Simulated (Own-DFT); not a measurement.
# Computed records: TiSi₂ (C49 TiSi2 crystal, strained, atoms displaced)

A calculation, not a measurement: plane-wave density functional theory by an unreviewed code, no spin, of a simulated periodic cell, stress positive in tension, run twice, with PBE and with PBEsol, both on files made for PBE, so the change isn't that of files made for PBEsol, forces on such cells moved up to 12 meV/angstrom on a denser k mesh; the far tail of each file's local potential was reset to the Coulomb form; each entry is a single point on an unrelaxed cell, so the pressure reflects the starting lattice, taken from the Materials Project, from which strain is counted, and rises with the displacements; printed positions are rounded, which can move forces by about a meV/angstrom; the program, named Own-DFT, is a retired in-house code; no spin-orbit coupling; stress was not checked against mesh or cutoff. Program: Own-DFT development build.

Common to all runs: functional PBE, then PBEsol; potential files PseudoDojo norm-conserving, scalar-relativistic, standard set; wave cutoff 42 hartree; occupations cold (Marzari-Vanderbilt); smearing width 0.2 eV; k mesh 4 x 4 x 4 centred on Gamma.

(1) TiSi₂ (C49 TiSi2 crystal, strained, atoms displaced)

```xyz
60
Lattice="5.3568 -6.6866 3.6850 6.8758 0.0302 -6.9169 5.2883 6.5669 3.5600" Properties=species:S:1:pos:R:3 TiSi2
Ti    12.2239    -5.1825    -2.4150
Ti    13.9476    -1.4772    -0.5508
Si    12.3331    -0.7872    -2.4028
Si     8.6327     0.7489    -4.1972
Si     7.1576    -3.3852     4.5252
Si    12.2046    -3.3241    -0.5976
Ti     8.8729    -5.3022     1.1220
Ti    10.5290    -1.4702     2.9010
Si     8.8390    -0.7982     0.9990
Si     5.3148     0.8348    -0.7157
Si    10.5209    -3.3826     1.1023
Si     8.7823    -3.3371     2.8028
Ti    14.0362     1.3810     1.1473
Ti    10.5535    -1.3374    -0.5940
Si     8.7940    -0.8408    -2.4863
Si    10.4942    -5.9099    -0.5996
Si    10.5252    -3.2915    -2.4031
Si     8.8350    -3.3759    -0.6297
Ti     7.1139     1.3215     4.5849
Ti    10.3325    -1.4711    -4.1863
Si     1.8074    -0.8359     0.9108
Si    15.7449     0.7146    -0.6073
Si     8.8508     3.2001     4.5298
Si     8.7621    -3.3213    -4.1715
Ti    10.5607     1.2460     4.4814
Ti     7.0806    -1.3904     2.7483
Si     5.2710    -0.7709     1.0084
Si     7.0309    -5.8880     2.8235
Si     7.1076    -3.4645     1.0933
Si     5.3564    -3.3329     2.7975
Ti    10.5356     1.2966     1.0635
Ti     7.0506    -1.4464    -0.7745
Si     5.1780    -0.7794    -2.4738
Si    12.3241     0.7297     2.8579
Si     6.9562    -3.2532    -2.4503
Si    10.5779     3.1754     2.6706
Ti    10.4077     1.3775    -2.4605
Ti     6.9721    -1.3948    -4.2411
Si    10.4965     5.7358    -2.5427
Si    12.2977     0.7209    -0.7214
Si    12.2031     3.2662    -2.4330
Si    10.4976     3.2524    -0.7406
Ti     7.0526     1.3928     1.0297
Ti     3.4434    -1.3140    -0.8217
Si     7.0177     5.8086     0.8884
Si     8.7612     0.6827     2.8394
Si     8.7735     3.2963     0.9142
Si     6.9703     3.3228     2.8719
Ti     6.9977     1.4266    -2.3980
Ti     8.7456     5.2641    -0.7808
Si    12.2323    -0.8369     1.1530
Si     8.7911     0.7711    -0.7047
Si     8.7533     3.2326    -2.4722
Si     6.7759     3.3551    -0.8501
Ti     3.4824     1.3436     0.9615
Ti     5.2991     5.2643     2.7049
Si     8.7653    -0.8995     4.5540
Si     5.3330     0.6633     2.7875
Si     5.2334     3.3103     0.8941
Si    10.3626     3.2738    -4.2249
```

| Item | Value |
| --- | --- |
| PBE pressure | 9.63 GPa |
| PBE stress xx | -8.53 GPa |
| PBE stress yy | -10.11 GPa |
| PBE stress zz | -10.25 GPa |
| PBE stress yz | -2.62 GPa |
| PBE stress xz | 6.06 GPa |
| PBE stress xy | -1.14 GPa |
| PBEsol pressure | 6.15 GPa |
| PBEsol stress xx | -4.93 GPa |
| PBEsol stress yy | -6.4 GPa |
| PBEsol stress zz | -7.12 GPa |
| PBEsol stress yz | -2.63 GPa |
| PBEsol stress xz | 6.09 GPa |
| PBEsol stress xy | -1.15 GPa |
| rms change of force components from PBE to PBEsol | 0.021 eV/Å |

Force:
```csv
force element,PBE force x (eV/Å),PBE force y (eV/Å),PBE force z (eV/Å),PBEsol force x (eV/Å),PBEsol force y (eV/Å),PBEsol force z (eV/Å)
Ti,-0.05,-1.663,0.923,-0.05,-1.66,0.906
Ti,0.962,0.987,-0.147,0.954,1.005,-0.154
Si,-1.11,-1.155,0.021,-1.087,-1.224,0.025
Si,-0.058,0.406,-0.673,-0.058,0.458,-0.668
Si,-0.624,0.159,0.746,-0.642,0.151,0.763
Si,0.807,-0.415,-0.058,0.831,-0.405,-0.062
Ti,-0.821,-0.671,0.236,-0.817,-0.671,0.226
Ti,-0.12,1.254,-0.715,-0.117,1.253,-0.715
Si,-0.883,-0.334,0.957,-0.868,-0.388,0.954
Si,-0.725,-0.141,-0.161,-0.716,-0.085,-0.169
Si,0.116,0.326,-0.037,0.106,0.32,-0.028
Si,0.513,-0.433,0.406,0.534,-0.424,0.401
Ti,0.14,-1.502,-0.254,0.141,-1.506,-0.254
Ti,-0.053,-0.548,-1.381,-0.05,-0.532,-1.367
Si,-0.809,0.042,1.084,-0.799,-0.013,1.082
Si,0.973,0.04,-0.586,0.952,0.088,-0.585
Si,-0.386,-0.011,0.157,-0.391,-0.015,0.147
Si,-0.589,0.419,-0.51,-0.599,0.411,-0.527
Ti,-0.13,-0.531,-0.99,-0.131,-0.551,-0.99
Ti,2.466,2.079,-0.543,2.441,2.082,-0.542
Si,-0.62,0.317,0.257,-0.607,0.268,0.251
Si,0.104,0.041,0.426,0.105,0.097,0.429
Si,0.328,0.378,-0.344,0.329,0.37,-0.336
Si,-0.898,-0.29,0.005,-0.896,-0.287,0.003
Ti,0.16,0.183,1.321,0.155,0.162,1.315
Ti,-0.08,-0.319,-0.195,-0.073,-0.3,-0.18
Si,-0.006,-0.799,-0.695,-0.008,-0.858,-0.701
Si,0.549,-0.014,-0.19,0.54,0.024,-0.181
Si,-0.844,0.852,-0.873,-0.856,0.841,-0.887
Si,-0.297,-0.093,-0.636,-0.303,-0.092,-0.63
Ti,0.045,-0.186,-0.258,0.039,-0.202,-0.254
Ti,-0.436,1.172,1.159,-0.431,1.185,1.148
Si,0.78,0.001,-0.541,0.766,-0.047,-0.535
Si,0.243,0.377,0.003,0.242,0.437,0.007
Si,1.051,-0.786,-0.964,1.073,-0.772,-0.968
Si,-0.96,0.708,1.682,-0.959,0.689,1.699
Ti,1.16,-1.155,-0.285,1.143,-1.152,-0.279
Ti,-0.588,0.931,0.056,-0.575,0.931,0.058
Si,-0.63,0.494,0.694,-0.622,0.447,0.689
Si,-0.608,0.639,1.664,-0.603,0.69,1.678
Si,-0.329,0.156,0.292,-0.337,0.153,0.31
Si,0.081,0.312,0.381,0.095,0.306,0.379
Ti,-0.261,-0.625,-0.102,-0.267,-0.652,-0.115
Ti,0.71,-0.478,0.256,0.697,-0.449,0.255
Si,-0.349,-0.115,0.773,-0.344,-0.167,0.771
Si,0.277,0.49,-0.851,0.271,0.543,-0.843
Si,-0.661,0.037,0.835,-0.691,0.038,0.84
Si,1.047,-0.399,-1.558,1.064,-0.393,-1.587
Ti,-0.568,-1.319,-1.576,-0.568,-1.317,-1.56
Ti,-0.13,-0.153,-0.217,-0.124,-0.13,-0.206
Si,0.74,-0.063,-0.118,0.725,-0.115,-0.135
Si,-0.463,0.145,-0.119,-0.459,0.201,-0.129
Si,-0.984,0.972,0.093,-1.004,0.956,0.1
Si,2.294,-0.189,0.582,2.314,-0.189,0.572
Ti,0.338,-0.244,-0.228,0.334,-0.254,-0.231
Ti,-0.174,-0.381,-0.687,-0.165,-0.364,-0.677
Si,0.43,-0.193,0.828,0.425,-0.243,0.819
Si,-0.376,1.168,-0.368,-0.368,1.237,-0.364
Si,-0.232,-0.194,1.299,-0.238,-0.186,1.31
Si,0.539,0.316,-0.274,0.545,0.304,-0.279
```

(2) TiSi₂ (C49 TiSi2 crystal, strained, atoms displaced)

```xyz
60
Lattice="5.3287 -6.6577 3.4432 7.0696 -0.0653 -6.9580 5.4750 6.9141 3.7120" Properties=species:S:1:pos:R:3 TiSi2
Ti    12.3869    -5.3193    -2.5626
Ti    14.3161    -1.2599    -0.7369
Si    12.5567    -0.7039    -2.5807
Si     8.8053     0.9143    -4.3266
Si     7.1383    -3.1980     4.3466
Si    12.4989    -3.2898    -0.8601
Ti     8.8781    -5.2631     0.9047
Ti    10.7369    -1.2288     2.7621
Si     8.9923    -0.6610     0.9399
Si     5.3660     0.9652    -0.8301
Si    10.7299    -3.2695     0.9295
Si     8.9234    -3.2639     2.6355
Ti    14.3962     1.4562     1.0771
Ti    10.7097    -1.2400    -0.8113
Si     8.9175    -0.7743    -2.5919
Si    10.6371    -5.7919    -0.8905
Si    10.7621    -3.3435    -2.6762
Si     8.8911    -3.3667    -0.8387
Ti     7.1846     1.6134     4.4607
Ti    10.6051    -1.3189    -4.2168
Si     1.7981    -0.7685     0.8996
Si    16.0488     0.9196    -0.7522
Si     8.9766     3.5471     4.5485
Si    14.3140     3.5584    -0.7472
Ti    10.7784     1.6575     4.4687
Ti     7.1451    -1.2938     2.7665
Si     5.3497    -0.7586     0.9587
Si     1.8642     0.7083    -0.7923
Si     7.0179    -3.3164     0.8256
Si     5.4418    -3.2685     2.6282
Ti    10.6822     1.5329     1.0103
Ti     7.0669    -1.3919    -0.8388
Si     5.3188    -0.8849    -2.4940
Si    12.5459     1.0050     2.8056
Si     7.1460    -3.3408    -2.5532
Si    10.8580     3.5000     2.7223
Ti    10.7107     1.5521    -2.4610
Ti     7.1033    -1.4429    -4.3533
Si    10.7696     6.1697    -2.3649
Si    12.4943     0.8564    -0.7201
Si    12.5003     3.4493    -2.4173
Si    10.6763     3.4612    -0.7054
Ti     7.1601     1.4033     0.9876
Ti     3.5734    -1.4232    -0.9289
Si     7.2762     6.0488     1.1646
Si     8.9576     0.9542     2.7101
Si     9.0376     3.4729     1.1791
Si     7.2439     3.4254     2.8469
Ti     7.1673     1.3804    -2.5551
Ti     8.9742     5.4790    -0.6563
Si    12.5446    -0.6687     0.9820
Si     9.0262     0.8748    -0.8128
Si     9.0169     3.4549    -2.4187
Si     7.2406     3.3887    -0.7536
Ti     3.6501     1.4045     1.0651
Ti     5.4750     5.5331     2.7965
Si     8.9647    -0.5443     4.5502
Si     5.5495     0.9431     2.6099
Si     5.4315     3.4469     1.0309
Si    10.6664     3.4268    -4.1395
```

| Property | Result |
| --- | --- |
| PBE pressure | 3.35 GPa |
| PBE stress xx | -1.6 GPa |
| PBE stress yy | -1.76 GPa |
| PBE stress zz | -6.68 GPa |
| PBE stress yz | 4.86 GPa |
| PBE stress xz | 3.16 GPa |
| PBE stress xy | 2.32 GPa |
| PBEsol pressure | 0.04 GPa |
| PBEsol stress xx | 1.78 GPa |
| PBEsol stress yy | 1.78 GPa |
| PBEsol stress zz | -3.67 GPa |
| PBEsol stress yz | 4.88 GPa |
| PBEsol stress xz | 3.17 GPa |
| PBEsol stress xy | 2.31 GPa |
| rms change of force components from PBE to PBEsol | 0.022 eV/Å |

Force:
```csv
force element,PBE force x (eV/Å),PBE force y (eV/Å),PBE force z (eV/Å),PBEsol force x (eV/Å),PBEsol force y (eV/Å),PBEsol force z (eV/Å)
Ti,0.453,0.069,-1.219,0.444,0.059,-1.195
Ti,-0.506,-0.058,-0.153,-0.503,-0.032,-0.157
Si,-1,0.214,1.159,-0.988,0.157,1.155
Si,1.093,-0.577,0.549,1.08,-0.532,0.544
Si,0.717,-0.644,0.927,0.729,-0.624,0.928
Si,-0.22,0.231,0.555,-0.217,0.221,0.568
Ti,0.085,-0.155,-0.232,0.087,-0.165,-0.233
Ti,0.306,-0.192,-0.231,0.301,-0.172,-0.234
Si,-0.682,-0.527,0.547,-0.674,-0.575,0.552
Si,0.009,-0.781,0.384,0.011,-0.74,0.38
Si,0.05,0.152,-0.064,0.053,0.152,-0.07
Si,0.122,0.083,0.374,0.114,0.082,0.37
Ti,-1.258,1.626,-0.378,-1.234,1.581,-0.365
Ti,0.437,-0.944,-0.288,0.435,-0.907,-0.288
Si,-0.769,0.308,0.726,-0.763,0.254,0.718
Si,0.124,-0.649,1.211,0.126,-0.604,1.21
Si,-1.089,0.061,0.676,-1.097,0.063,0.671
Si,0.458,0.397,-0.173,0.462,0.388,-0.158
Ti,0.339,-1.191,1.019,0.347,-1.188,1.006
Ti,1.118,-0.561,-1.424,1.109,-0.55,-1.419
Si,0.029,-0.486,0.699,0.025,-0.549,0.727
Si,0.521,1.084,0.569,0.511,1.146,0.572
Si,0.854,0.34,0.067,0.883,0.33,0.053
Si,0.023,-0.333,1.046,0.012,-0.324,1.058
Ti,-0.007,-0.884,1.223,-0.008,-0.887,1.211
Ti,1.161,0.454,-1.697,1.141,0.466,-1.683
Si,-0.129,0.061,-0.419,-0.131,0.018,-0.421
Si,-0.649,1.142,-0.659,-0.635,1.205,-0.676
Si,0.994,0.002,0.398,1.002,0,0.387
Si,-0.828,-0.183,-0.302,-0.836,-0.182,-0.305
Ti,1.216,-0.488,0.219,1.195,-0.5,0.224
Ti,1.125,0.602,0.142,1.109,0.59,0.125
Si,0.241,0.933,-1.682,0.236,0.886,-1.668
Si,0.16,-0.409,-0.326,0.159,-0.365,-0.328
Si,0.208,-0.513,-1.197,0.205,-0.492,-1.222
Si,-0.625,0.412,0.85,-0.639,0.402,0.874
Ti,0.621,-1.359,-0.717,0.61,-1.348,-0.704
Ti,-0.426,0.361,0.21,-0.411,0.374,0.206
Si,0.264,-1.091,0.169,0.257,-1.137,0.181
Si,0.308,0.653,-0.537,0.298,0.709,-0.552
Si,-0.177,0.477,-0.06,-0.179,0.468,-0.065
Si,0.784,0.473,0.555,0.794,0.46,0.572
Ti,1.194,0.819,-1.2,1.184,0.8,-1.176
Ti,-0.295,0.006,1.476,-0.303,0.016,1.452
Si,-0.53,0.068,-1.301,-0.52,0.01,-1.295
Si,0.08,-0.141,0.436,0.079,-0.086,0.427
Si,-0.746,0.161,-1.234,-0.746,0.166,-1.245
Si,-0.518,1.145,-1.067,-0.528,1.125,-1.055
Ti,-0.447,0.579,0.472,-0.442,0.571,0.467
Ti,0.22,-0.311,0.196,0.215,-0.295,0.19
Si,-0.366,-0.253,0.96,-0.356,-0.309,0.975
Si,-1.084,0.018,0.084,-1.061,0.077,0.074
Si,-0.992,0.102,-0.364,-0.996,0.105,-0.382
Si,-0.452,0.365,0.428,-0.451,0.356,0.441
Ti,-0.417,0.607,-1.167,-0.41,0.581,-1.163
Ti,-0.263,-0.495,0.369,-0.262,-0.467,0.365
Si,0.343,-0.926,-1.34,0.336,-0.994,-1.341
Si,-1.667,-0.166,1.829,-1.641,-0.108,1.813
Si,-0.166,0.095,-0.047,-0.166,0.099,-0.05
Si,0.65,0.219,-1.043,0.645,0.209,-1.045
```

(3) TiSi₂ (C49 TiSi2 crystal, strained, atoms displaced)

```xyz
60
Lattice="5.4458 -6.8470 3.6284 7.1242 -0.0729 -7.1917 5.3216 6.7577 3.6437" Properties=species:S:1:pos:R:3 TiSi2
Ti    12.6147    -5.5137    -2.6543
Ti    14.2979    -1.5510    -0.8133
Si    12.5786    -0.9896    -2.6791
Si     8.9644     0.7141    -4.5045
Si     7.1793    -3.4425     4.5251
Si    12.5814    -3.5115    -0.7389
Ti     8.9716    -5.5615     0.9608
Ti    10.7774    -1.5593     2.7823
Si     8.9532    -0.7674     0.8955
Si     5.3122     0.7545    -0.9015
Si    10.7965    -3.4816     0.9496
Si     8.9785    -3.4938     2.7376
Ti    14.2918     1.1951     0.9217
Ti    10.7464    -1.4638    -0.9730
Si     8.9116    -0.9263    -2.6014
Si    10.7521    -6.1655    -0.8462
Si    10.7745    -3.5721    -2.6560
Si     8.9873    -3.4549    -0.8329
Ti     7.1579     1.2802     4.5982
Ti    10.7341    -1.5269    -4.4820
Si     1.8310    -0.8431     0.8867
Si    16.0828     0.5669    -0.9150
Si     3.6381    -3.3924     0.9401
Si     8.9316    -3.4338    -4.4376
Ti    10.7478     1.3853     4.5971
Ti     7.1450    -1.5178     2.7161
Si     5.3214    -0.8484     0.9105
Si     7.2120    -6.0574     2.7706
Si     7.1453    -3.4707     0.9401
Si     5.4121    -3.4948     2.7676
Ti    10.7078     1.4311     0.8948
Ti     7.1252    -1.3533    -0.8693
Si     5.3192    -0.7186    -2.7612
Si    12.4975     0.6891     2.7964
Si     7.1289    -3.4053    -2.6897
Si     5.4368    -3.4730    -0.8415
Ti    10.7413     1.3027    -2.6371
Ti     7.1779    -1.4638    -4.5182
Si    10.6926     5.9195    -2.7348
Si    12.5261     0.6338    -0.7750
Si    12.5457     3.2114    -2.5993
Si    10.7174     3.3737    -0.8915
Ti     7.1462     1.3420     0.9605
Ti     3.5837    -1.4268    -0.9409
Si     7.1052     5.9685     0.9413
Si     8.9442     0.7220     2.7490
Si     9.0029     3.2881     0.9638
Si     7.1800     3.2787     2.8091
Ti     7.1837     1.3187    -2.6621
Ti     8.8810     5.3344    -0.7954
Si    12.5091    -0.9256     1.0063
Si     8.9248     0.6703    -0.9555
Si     8.9259     3.2999    -2.6168
Si     7.1053     3.2350    -0.7971
Ti     3.5230     1.4362     0.8938
Ti     5.3699     5.3224     2.7304
Si     8.9440    -0.9007     4.5418
Si     5.4014     0.8419     2.7387
Si     5.3456     3.4692     0.8860
Si    10.7182     3.3098    -4.4311
```

| Item | Value |
| --- | --- |
| PBE pressure | -1.82 GPa |
| PBE stress xx | 2.64 GPa |
| PBE stress yy | 0.29 GPa |
| PBE stress zz | 2.52 GPa |
| PBE stress yz | 0.41 GPa |
| PBE stress xz | 0.92 GPa |
| PBE stress xy | -1.89 GPa |
| PBEsol pressure | -5.01 GPa |
| PBEsol stress xx | 5.93 GPa |
| PBEsol stress yy | 3.72 GPa |
| PBEsol stress zz | 5.38 GPa |
| PBEsol stress yz | 0.41 GPa |
| PBEsol stress xz | 0.92 GPa |
| PBEsol stress xy | -1.88 GPa |
| rms change of force components from PBE to PBEsol | 0.019 eV/Å |

Force:
```csv
force element,PBE force x (eV/Å),PBE force y (eV/Å),PBE force z (eV/Å),PBEsol force x (eV/Å),PBEsol force y (eV/Å),PBEsol force z (eV/Å)
Ti,-0.784,-0.281,0.174,-0.773,-0.293,0.164
Ti,0.189,0.007,-0.093,0.189,0.033,-0.096
Si,-0.428,0.544,-0.005,-0.421,0.506,-0.002
Si,-0.203,-0.233,0.546,-0.203,-0.191,0.546
Si,0.272,-0.041,0.38,0.274,-0.043,0.385
Si,-0.063,-0.17,-0.793,-0.052,-0.169,-0.806
Ti,0.007,1.299,-0.313,0.008,1.257,-0.31
Ti,-0.361,0.907,-0.5,-0.352,0.902,-0.485
Si,0.167,-0.598,0.441,0.159,-0.649,0.439
Si,0.267,0.195,0.492,0.263,0.236,0.492
Si,-0.28,-0.143,0.068,-0.281,-0.139,0.084
Si,-0.064,0.053,-0.078,-0.063,0.052,-0.074
Ti,0.259,0.97,0.747,0.254,0.937,0.736
Ti,0.139,-0.608,1.351,0.136,-0.588,1.342
Si,0.202,-0.177,-1.742,0.201,-0.224,-1.746
Si,0.346,1.111,-1.48,0.338,1.163,-1.495
Si,-0.15,0.274,0.055,-0.147,0.272,0.059
Si,-0.194,-0.239,-0.229,-0.193,-0.233,-0.234
Ti,0.187,0.536,-0.347,0.185,0.518,-0.349
Ti,-0.12,0.236,0.452,-0.121,0.24,0.45
Si,-0.028,0.025,0.189,-0.028,-0.022,0.191
Si,0.213,0.744,0.966,0.204,0.804,0.96
Si,-0.172,-0.245,-0.046,-0.166,-0.24,-0.035
Si,0.385,-0.591,0.009,0.394,-0.579,0.008
Ti,-0.16,-1.088,-0.393,-0.154,-1.085,-0.389
Ti,0.506,0.673,-0.238,0.503,0.679,-0.231
Si,0.296,0.266,0.175,0.296,0.219,0.181
Si,-0.01,-0.051,-0.459,-0.01,0.001,-0.458
Si,0.586,0.304,-0.003,0.576,0.3,0.011
Si,-0.137,0.321,-0.106,-0.131,0.313,-0.116
Ti,0.233,-1.501,0.506,0.227,-1.497,0.503
Ti,-0.116,-1.16,0.047,-0.107,-1.127,0.043
Si,0.582,-1.497,1.45,0.569,-1.556,1.466
Si,0.026,0.196,-0.532,0.027,0.246,-0.529
Si,0.398,-0.064,0.151,0.385,-0.062,0.147
Si,-0.332,0.501,-0.322,-0.338,0.487,-0.325
Ti,0.008,-0.017,-0.24,0.002,-0.025,-0.231
Ti,-0.237,0.27,0.138,-0.233,0.276,0.138
Si,-0.082,-0.263,0.962,-0.079,-0.31,0.963
Si,-0.304,0.04,-0.968,-0.3,0.086,-0.978
Si,-0.264,0.437,-0.305,-0.273,0.428,-0.307
Si,-0.071,-0.257,0.191,-0.066,-0.256,0.198
Ti,0.038,-0.171,-0.282,0.047,-0.188,-0.287
Ti,0.064,-0.192,0.412,0.064,-0.165,0.41
Si,-0.181,-0.25,0.266,-0.169,-0.301,0.273
Si,0.147,0.123,0.161,0.141,0.179,0.166
Si,-0.735,0.592,-0.066,-0.732,0.584,-0.067
Si,-0.092,0.273,-0.502,-0.095,0.269,-0.519
Ti,-0.673,0.146,-0.41,-0.67,0.128,-0.402
Ti,-0.075,-0.403,-0.929,-0.068,-0.371,-0.918
Si,0.06,-0.204,-0.178,0.068,-0.255,-0.172
Si,0.228,0.965,1.103,0.224,1.024,1.093
Si,-0.007,0.188,-0.118,-0.015,0.182,-0.118
Si,0.407,0.62,-0.313,0.412,0.608,-0.316
Ti,0.726,-0.472,0.317,0.711,-0.487,0.309
Ti,-0.171,0.241,0.111,-0.171,0.257,0.109
Si,0.24,-0.41,-0.415,0.234,-0.467,-0.42
Si,-0.402,-0.539,-0.031,-0.397,-0.499,-0.029
Si,-0.114,-1.062,0.716,-0.119,-1.039,0.723
Si,-0.165,-0.13,-0.14,-0.162,-0.13,-0.144
```
